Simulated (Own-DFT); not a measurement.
Simulation results for Hf$_{36}$O$_{71}$ (tetragonal hafnia with one neutral oxygen vacancy, atoms displaced)

Computed with Own-DFT development build. A calculation, not a measurement: plane-wave PBE and HSE06 DFT by an unreviewed code, no spin, of a simulated cell at Gamma alone, so results move with cell size and shape, stress positive in tension, energies less offsets, not probed for a lower state with spin; hafnium file: forces about 75 meV/angstrom off all-electron values; oxygen file: force components 24 meV/angstrom off all-electron in a glass; k mesh not checked against a denser one; forces and stress are PBE's, HSE06 gives the energy alone, and its difference from PBE has offsets of its own; offsets are fitted by least squares, one for each functional and potential file, so energies compare only between cells with the same atoms and settings and are not formation energies; the far tail of each file's local potential was reset to the Coulomb form; each entry is a single point on an unrelaxed cell, so the pressure reflects the starting lattice, taken from the Materials Project, from which strain is counted, and rises with the displacements; printed positions are rounded, which can move forces by about a meV/angstrom; the program is a retired in-house code; no spin-orbit coupling.

Common to all runs: first functional PBE; second functional HSE06; exact exchange share 0.25; screening 0.11 1/bohr; exchange divergence Gygi-Baldereschi; potential files PseudoDojo norm-conserving, scalar-relativistic, made for PBE, standard set; wave cutoff 48 hartree; occupations fixed; k mesh 1 x 1 x 1 centred on Gamma.

(1) Hf$_{36}$O$_{71}$ (tetragonal hafnia with one neutral oxygen vacancy, atoms displaced)

```xyz
107
Lattice="10.7800 0.0000 0.0000 0.0000 10.7800 0.0000 0.0000 0.0000 10.4493" Properties=species:S:1:pos:R:3 Hf36O71
Hf     0.0611    10.7243    10.4185
Hf     1.7923     1.8785     2.6130
O     10.7412     1.8022     1.6266
O      1.7938    10.7715     3.6446
O      0.0361     1.8121     4.1690
O      1.8064     0.0248     1.0018
Hf    10.7626    10.7322     5.2559
Hf     1.7977     1.7988     7.7895
O      0.0193     1.7878     6.8472
O      1.7820     0.0024     8.8336
O      0.0226     1.7854     9.4170
O      1.8359     0.0241     6.2521
Hf    10.7352     3.5829     0.0531
Hf     1.7717     5.3890     2.6764
O      0.0157     5.3723     1.6267
O      1.7760     3.5832     3.6256
O      0.0092     5.3444     4.1854
O      1.7630     3.6319     1.0628
Hf     0.0307     3.5730     5.2169
Hf     1.7709     5.4106     7.8578
O     10.6979     5.4087     6.8282
O      1.7813     3.6260     8.8343
O      0.0131     5.3980     9.4479
Hf    10.7696     7.1942     0.0409
Hf     1.8162     8.9791     2.5785
O     10.7474     9.0565     1.5803
O      1.7797     7.1623     3.6817
O      0.0001     8.8960     4.1961
O      1.8385     7.2205     0.9991
Hf     0.0570     7.1984     5.1789
Hf     1.8093     8.9780     7.8329
O      0.0093     8.9954     6.8321
O      1.7709     7.1892     8.8480
O      0.0241     8.9236     9.4467
O      1.7800     7.1862     6.2549
Hf     3.6135    10.7630     0.0140
Hf     5.4123     1.7788     2.6457
O      3.6203     1.7589     1.5704
O      5.3725     0.0154     3.5770
O      3.5601     1.7694     4.1848
O      5.4200     0.0216     1.0295
Hf     3.6186    10.7605     5.2431
Hf     5.3593     1.7652     7.8316
O      3.5935     1.8117     6.7863
O      5.3816     0.0411     8.8789
O      3.6185     1.8240     9.4414
O      5.4139     0.0460     6.2667
Hf     3.5608     3.5838    10.4175
Hf     5.3402     5.3776     2.6191
O      3.6551     5.4304     1.5416
O      5.3992     3.6029     3.6364
O      3.5786     5.4289     4.1948
O      5.3972     3.5730     0.9968
Hf     3.5922     3.5974     5.2609
Hf     5.3509     5.4196     7.8626
O      3.5484     5.3965     6.7923
O      5.3904     3.6286     8.8614
O      3.5828     5.3973     9.4347
O      5.4340     3.6269     6.2467
Hf     3.6213     7.1716     0.0091
Hf     5.3656     8.9880     2.6169
O      3.6313     8.9456     1.5691
O      5.3575     7.1588     3.6392
O      3.6114     9.0285     4.2301
O      5.3920     7.1891     1.0839
Hf     3.5794     7.1893     5.2156
Hf     5.3781     8.9801     7.8214
O      3.6052     9.0178     6.8611
O      5.4457     7.1988     8.8403
O      3.5738     8.9660     9.4551
O      5.4236     7.1673     6.2361
Hf     7.2686     0.0540     0.0234
Hf     8.9253     1.8117     2.6371
O      7.1618     1.7792     1.5930
O      8.9771    10.7587     3.6097
O      7.1691     1.7908     4.1815
O      8.9452    10.7676     1.0489
Hf     7.1959    10.7577     5.1767
Hf     8.9727     1.8074     7.7979
O      7.2246     1.7784     6.8344
O      8.9849     0.0402     8.8968
O      7.2293     1.7915     9.4228
O      8.9965     0.0187     6.2768
Hf     7.1410     3.6110    10.4216
Hf     8.9548     5.4072     2.5715
O      7.1214     5.3700     1.5982
O      8.9662     3.6239     3.6390
O      7.1140     5.3596     4.1565
O      8.9666     3.5791     1.0370
Hf     7.2524     3.5839     5.1977
Hf     9.0290     5.4362     7.8421
O      7.1500     5.4016     6.7676
O      8.9005     3.5792     8.8209
O      7.1316     5.4080     9.3972
O      9.0060     3.5558     6.2345
Hf     7.1841     7.1556    10.4263
Hf     9.0527     8.9153     2.5836
O      7.2334     8.9894     1.5670
O      8.9447     7.1652     3.6920
O      7.2172     9.0444     4.2021
O      8.9293     7.2206     0.9858
Hf     7.1804     7.1944     5.1636
Hf     8.9696     8.9962     7.8280
O      7.1930     8.9463     6.8051
O      8.9767     7.2136     8.8752
O      7.1871     8.9881     9.4576
O      8.9969     7.1575     6.2824
```

The calculation gives: PBE energy of cell above offsets -100.621 eV; HSE06 less PBE above offsets -0.115 eV; PBE pressure 0.6 GPa; PBE stress xx -0.23 GPa; PBE stress yy -0.51 GPa; PBE stress zz -1.06 GPa; PBE stress yz -0.23 GPa; PBE stress xz -0.27 GPa; PBE stress xy 0.03 GPa.

Force:
| element | x (eV/Å) | y (eV/Å) | z (eV/Å) |
| --- | --- | --- | --- |
| Hf | -1.204 | 1.278 | 0.025 |
| Hf | 0.101 | -1.838 | -0.32 |
| O | 0.319 | 0.192 | -0.261 |
| O | -0.278 | -0.538 | -0.639 |
| O | -0.309 | -0.426 | 1.022 |
| O | 0.097 | -0.601 | 0.176 |
| Hf | 0.688 | 0.727 | -0.702 |
| Hf | -0.234 | 0.118 | 0.851 |
| O | 0.237 | 0.245 | -0.933 |
| O | 0.023 | -0.326 | 0.167 |
| O | 0.146 | 0.418 | 0.692 |
| O | -0.624 | -0.285 | -0.15 |
| Hf | 0.18 | -0.788 | -0.813 |
| Hf | 0.811 | -0.345 | -0.865 |
| O | -0.56 | 0.658 | -0.243 |
| O | 0.394 | 0.921 | 0.92 |
| O | 0.302 | 0.672 | 0.19 |
| O | 0.482 | -0.295 | -0.271 |
| Hf | -0.06 | -0.233 | 0.373 |
| Hf | -0.311 | -0.087 | -0.272 |
| O | 2.243 | -0.57 | -0.396 |
| O | 0.288 | -0.486 | -0.449 |
| O | -0.41 | -0.029 | 0.324 |
| Hf | 0.321 | -0.595 | -0.895 |
| Hf | 0.202 | 0.833 | 0.393 |
| O | 1.498 | -0.677 | -0.205 |
| O | 0.172 | 0.859 | -0.568 |
| O | -0.046 | 1.556 | -0.397 |
| O | -1.018 | 0.098 | 0.634 |
| Hf | -1.257 | -1.498 | 1.34 |
| Hf | -0.202 | 0.032 | 0.47 |
| O | 0.012 | 0.317 | -0.392 |
| O | 0.178 | 0.106 | 0.025 |
| O | -0.026 | 0.666 | -0.113 |
| O | 0.403 | 0.285 | -0.02 |
| Hf | 0.901 | 0.767 | 0.053 |
| Hf | -0.691 | 0.813 | -1.017 |
| O | -0.652 | 0.418 | 0.338 |
| O | 0.134 | -0.666 | 1.168 |
| O | 0.119 | 0.65 | 0.55 |
| O | -0.442 | -0.438 | -0.213 |
| Hf | -0.441 | 1.182 | -0.356 |
| Hf | 1.053 | 0.856 | 0.182 |
| O | -0.132 | 0.585 | 0.038 |
| O | -0.418 | -0.906 | -0.488 |
| O | -0.309 | -0.561 | -0.484 |
| O | -0.093 | -0.299 | -0.396 |
| Hf | 0.709 | 0.09 | 0.677 |
| Hf | 0.796 | -0.154 | 0.033 |
| O | -1.796 | -0.313 | 0.49 |
| O | -0.547 | -0.55 | -0.064 |
| O | -0.296 | -0.826 | 0.085 |
| O | -0.732 | -0.002 | -0.016 |
| Hf | 0.669 | -0.254 | -0.106 |
| Hf | 1.214 | -0.735 | -1.072 |
| O | -0.031 | -0.343 | 0.123 |
| O | -0.161 | -0.628 | -0.143 |
| O | 0.006 | 0.153 | -0.483 |
| O | -0.909 | -0.414 | -0.371 |
| Hf | 0.455 | -0.068 | 0.279 |
| Hf | 1.514 | -0.324 | -0.884 |
| O | -0.862 | 0.459 | 0.494 |
| O | 0.093 | 1.07 | 0.276 |
| O | -0.1 | -1.132 | -0.41 |
| O | 0.233 | 0.259 | -0.916 |
| Hf | 0.805 | -0.284 | 0.355 |
| Hf | 1.16 | 0.394 | 0.803 |
| O | -0.136 | -0.241 | -0.622 |
| O | -0.669 | 0.315 | 0.34 |
| O | 0.132 | 0.094 | -0.327 |
| O | -1.294 | 0.484 | -0.15 |
| Hf | -0.964 | -0.886 | -0.229 |
| Hf | 0.609 | -0.454 | -0.481 |
| O | 0.479 | 0.208 | 0.013 |
| O | 0.44 | -0.002 | 0.54 |
| O | 0.244 | -0.283 | 0.088 |
| O | 1.702 | 0.234 | -0.083 |
| Hf | 0.308 | 0.771 | 0.87 |
| Hf | -0.106 | 0.18 | 1.055 |
| O | -0.994 | 0.044 | -0.434 |
| O | 0.291 | -0.985 | -0.51 |
| O | -0.436 | 0.547 | 0.132 |
| O | -0.14 | -0.339 | -0.561 |
| Hf | 0.105 | -0.298 | -0.342 |
| Hf | -0.81 | -0.702 | 0.625 |
| O | 1.192 | 0.159 | -0.438 |
| O | -0.171 | -0.081 | -0.227 |
| O | 0.654 | 0.633 | 0.324 |
| O | -0.291 | 0.434 | -0.083 |
| Hf | -0.929 | 0.908 | 0.686 |
| Hf | -2.123 | -0.257 | -0.117 |
| O | 0.836 | 0.002 | 0.595 |
| O | 0.626 | 0.78 | 0.315 |
| O | 0.271 | -0.227 | 0.34 |
| O | 0.353 | -0.088 | -0.293 |
| Hf | -1.083 | 1.132 | 0.029 |
| Hf | -2.387 | 1.28 | 0.31 |
| O | -0.643 | -0.298 | 1.112 |
| O | 0.195 | -0.226 | -0.891 |
| O | -0.514 | -1.248 | -0.236 |
| O | 1.469 | -0.599 | 1.019 |
| Hf | 0.43 | -0.956 | 1.02 |
| Hf | -0.501 | -0.038 | 0.489 |
| O | -0.176 | 0.408 | -0.014 |
| O | 0.14 | -0.229 | 0.09 |
| O | 0.024 | 0.168 | -0.442 |
| O | 0.056 | 0.488 | -0.729 |

(2) Hf$_{36}$O$_{71}$ (tetragonal hafnia with one neutral oxygen vacancy, atoms displaced)

```xyz
107
Lattice="10.7800 0.0000 0.0000 0.0000 10.7800 0.0000 0.0000 0.0000 10.4493" Properties=species:S:1:pos:R:3 Hf36O71
Hf    10.7189    10.6229     0.0314
Hf     1.6918     1.7295     2.5741
O      0.0053     1.8681     1.6786
O      1.9749     0.0934     3.6012
O      0.0068     1.7728     4.1109
O      1.6633     0.0151     0.9997
Hf     0.1554     0.1090     5.2565
Hf     1.7687     1.6724     7.9038
O     10.7542     1.6291     6.6881
O      1.8734     0.1724     8.7355
O     10.7028     1.7980     9.5369
O      1.6496    10.6462     6.3058
Hf     0.1393     3.5518     0.1629
Hf     1.7677     5.3507     2.5497
O      0.0832     5.5564     1.6660
O      1.7222     3.5840     3.7892
O     10.7282     5.3638     4.2033
O      1.8312     3.5603     1.0409
Hf    10.7709     3.6060     5.2015
Hf     1.7388     5.3514     7.8464
O     10.7537     5.4068     6.8599
O      1.7077     3.6498     8.8486
O      0.1109     5.3893     9.5029
O      1.9750     3.5816     6.1019
Hf     0.0821     7.1316    10.3803
Hf     1.8593     9.0411     2.5114
O      0.1167     8.8624     1.5644
O      1.8167     7.1090     3.6666
O      0.0321     8.9900     4.2184
O      1.7894     7.2199     0.9875
Hf     0.0064     7.2307     5.4086
Hf     1.6687     8.9261     7.7679
O      0.0863     8.9468     6.7135
O      1.8662     7.2950     8.8247
O     10.7483     8.9254     9.3279
O      1.7949     7.0404     6.1986
Hf     3.5899    10.6384     0.1977
Hf     5.4562     1.8262     2.6238
O      3.6363     1.9245     1.6502
O      5.3091    10.6703     3.6452
O      3.6250     1.7612     4.2223
O      5.3252     0.0984     0.9112
Hf     3.6380     0.0045     4.9272
Hf     5.4233     1.7067     7.7442
O      3.5263     1.7884     6.7833
O      5.3922    10.6668     9.0046
O      3.6282     1.7033     9.4914
O      5.3806    10.6692     6.3043
Hf     3.5994     3.6024    10.4173
Hf     5.4908     5.3738     2.6706
O      3.6210     5.4129     1.6076
O      5.2961     3.6572     3.6359
O      3.5750     5.3336     4.0812
O      5.3862     3.6660     1.1109
Hf     3.6066     3.5847     5.1471
Hf     5.3764     5.3131     7.9169
O      3.5994     5.5256     6.9188
O      5.4885     3.5553     8.8357
O      3.4781     5.4061     9.4778
O      5.3512     3.7523     6.2495
Hf     3.6030     7.1777     0.0008
Hf     5.3852     9.0144     2.7710
O      3.6436     8.9968     1.5414
O      5.4283     7.1659     3.5065
O      3.4493     9.0255     4.2248
O      5.3554     7.1918     1.0445
Hf     3.5184     7.0998     5.2085
Hf     5.2006     9.1061     7.7914
O      3.5473     8.8720     7.0139
O      5.3200     7.1279     8.8866
O      3.5982     9.0735     9.2475
O      5.4649     7.2094     6.1156
Hf     7.1886    10.6576    10.3645
Hf     8.8386     1.6917     2.6205
O      7.1660     1.8202     1.4723
O      9.0038    10.7574     3.6432
O      7.1318     1.8159     4.2017
O      8.8636    10.7195     0.9715
Hf     7.2411     0.0332     5.3565
Hf     9.1759     1.7929     7.9458
O      7.0245     1.8128     6.7607
O      8.9746     0.0592     8.8492
O      7.0438     1.6814     9.3316
O      9.0695     0.1717     6.2555
Hf     7.2465     3.5817     0.0359
Hf     8.9715     5.4312     2.5767
O      7.1475     5.3220     1.7356
O      8.9507     3.6612     3.6814
O      8.9412     3.6538     1.1469
Hf     7.1577     3.6457     5.2909
Hf     9.0821     5.4566     7.8295
O      7.1611     5.3929     6.8477
O      8.9765     3.6049     8.5873
O      7.2546     5.4298     9.3166
O      8.9532     3.5245     6.3160
Hf     7.1260     7.2729     0.0090
Hf     8.9434     8.9563     2.6404
O      7.2488     9.0177     1.6985
O      8.9684     7.1642     3.4497
O      6.9381     9.0094     4.2197
O      8.9504     7.0647     1.0516
Hf     7.1270     7.1210     5.2742
Hf     9.0097     9.0547     7.7275
O      7.0234     9.0189     6.7915
O      8.7923     7.1971     8.8847
O      7.1922     8.9237     9.3487
O      8.9646     7.2358     6.1953
```

The calculation gives: PBE energy of cell above offsets -87.038 eV; HSE06 less PBE above offsets 0.604 eV; PBE pressure 5.89 GPa; PBE stress xx -7.11 GPa; PBE stress yy -4.97 GPa; PBE stress zz -5.57 GPa; PBE stress yz 0.71 GPa; PBE stress xz -1.58 GPa; PBE stress xy -0.04 GPa.

Force:
| element | x (eV/Å) | y (eV/Å) | z (eV/Å) |
| --- | --- | --- | --- |
| Hf | -1.338 | 0.64 | -0.555 |
| Hf | 2.305 | 3.277 | 1.271 |
| O | -2.399 | -0.104 | -1.673 |
| O | -1.112 | -1.831 | -0.071 |
| O | 0.181 | 0.23 | 0.564 |
| O | 1.041 | -0.119 | 0.845 |
| Hf | -3.296 | -1.035 | -2.588 |
| Hf | 1.77 | 6.895 | -4.369 |
| O | 1.707 | 2.219 | 1.933 |
| O | -1.324 | -8.152 | 4.347 |
| O | 0.096 | -0.451 | -0.342 |
| O | 4.33 | 0.296 | 0.154 |
| Hf | -2.363 | 0.381 | -1.455 |
| Hf | 2.81 | 0.398 | 3.078 |
| O | -1.651 | -1.129 | -1.909 |
| O | 0.058 | -0.594 | -3.065 |
| O | -0.081 | 0.802 | 1.114 |
| O | 0.329 | 0.215 | 0.691 |
| Hf | 0.192 | 0.041 | -1.013 |
| Hf | 2.637 | 0.695 | -0.109 |
| O | 1.268 | -0.041 | -1.077 |
| O | -0.051 | -2.037 | 0.598 |
| O | -0.723 | -0.647 | -0.672 |
| O | -4.274 | 1.133 | 2.85 |
| Hf | -1.402 | 0.603 | 2.035 |
| Hf | -1.055 | -2.585 | 2.39 |
| O | -2.364 | 1.358 | -0.623 |
| O | 0.307 | 1.25 | -0.932 |
| O | 0.155 | 0.158 | 0.023 |
| O | 1.023 | 0.254 | -0.09 |
| Hf | 0.306 | -0.575 | -4.958 |
| Hf | 4.127 | 1.904 | 1.548 |
| O | -3.724 | -0.781 | 0.077 |
| O | -1.164 | -2.279 | 0.44 |
| O | -0.081 | 1.228 | -0.066 |
| O | -0.424 | 0.75 | 1.459 |
| Hf | 0.382 | 1.681 | -4.592 |
| Hf | -1.472 | 1.143 | -0.732 |
| O | -0.968 | -0.925 | 0.476 |
| O | -0.448 | 4.105 | 0.714 |
| O | 0.756 | 1.776 | -1.372 |
| O | 2.5 | -0.287 | 2.784 |
| Hf | 0.237 | 1.134 | 5.32 |
| Hf | -2.697 | -0.211 | 2.836 |
| O | 0.677 | -0.681 | 0.52 |
| O | 0.205 | 1.276 | -1.607 |
| O | -0.604 | 1.399 | 0.441 |
| O | -1.084 | 1.079 | -0.955 |
| Hf | 1.828 | -1.343 | 0.554 |
| Hf | -3.08 | 0.067 | -0.631 |
| O | -0.867 | 0.046 | -0.736 |
| O | 1.404 | -2.212 | 0.465 |
| O | 0.007 | 1.254 | 1.829 |
| O | 0.746 | -0.662 | -1.522 |
| Hf | 1.123 | 0.081 | -0.228 |
| Hf | 0.837 | 0.981 | -0.65 |
| O | -0.541 | 0.119 | -0.635 |
| O | -0.964 | -0.133 | 0.778 |
| O | 0.046 | -0.842 | -0.271 |
| O | -0.026 | -0.629 | -0.143 |
| Hf | 1.2 | -0.023 | -0.897 |
| Hf | 1.625 | -3.469 | -2.641 |
| O | -0.878 | 0.344 | 0.401 |
| O | -0.249 | 0.562 | 1.817 |
| O | 0.487 | -3.064 | -1.231 |
| O | 0.615 | 0.468 | -0.637 |
| Hf | 1.127 | -1.047 | -0.511 |
| Hf | 2.981 | -1.572 | 2.024 |
| O | -3.231 | -0.807 | -4.366 |
| O | -0.052 | 0.708 | -0.026 |
| O | -1.011 | -0.371 | 4.02 |
| O | -3.012 | -0.121 | 0.645 |
| Hf | -2.695 | 1.434 | -1.139 |
| Hf | 1.051 | 2.143 | 0.885 |
| O | 0.266 | -0.208 | 0.915 |
| O | -0.945 | -0.156 | -0.114 |
| O | -0.001 | -0.751 | -0.815 |
| O | 3.172 | 0.358 | 0.932 |
| Hf | -0.566 | -0.756 | -0.065 |
| Hf | -1.997 | 0.877 | -2.321 |
| O | 2.813 | -0.427 | -1.286 |
| O | 0.376 | -2.513 | 0.644 |
| O | 1.505 | 1.029 | 1.119 |
| O | -1.401 | -2.058 | 0.24 |
| Hf | -1.927 | 0.326 | -1.349 |
| Hf | 0.779 | -1.15 | 0.529 |
| O | 1.59 | 0.128 | -1.472 |
| O | -0.585 | -1.542 | -0.041 |
| O | 1.552 | -0.344 | -1.816 |
| Hf | 0.737 | 0.764 | 0.14 |
| Hf | -4.517 | -0.301 | 0.994 |
| O | 1.232 | 0.242 | -1.046 |
| O | 0.063 | 0.576 | 3.633 |
| O | -0.5 | -1.066 | 2.638 |
| O | 0.543 | 0.045 | -1.841 |
| Hf | 0.376 | -1.956 | -0.828 |
| Hf | 1.925 | -0.482 | 0.269 |
| O | -2.397 | -0.079 | -1.506 |
| O | -0.72 | 1.351 | 2.647 |
| O | 1.923 | 0.102 | 0.829 |
| O | 0.266 | 0.778 | -1.75 |
| Hf | 0.285 | -0.081 | -1.583 |
| Hf | -2.542 | -1.179 | 0.706 |
| O | 4.073 | 0.463 | 0.227 |
| O | 2.384 | 0.949 | -1.406 |
| O | 0.5 | 0.946 | 0.765 |
| O | -0.047 | 0.343 | 1.178 |
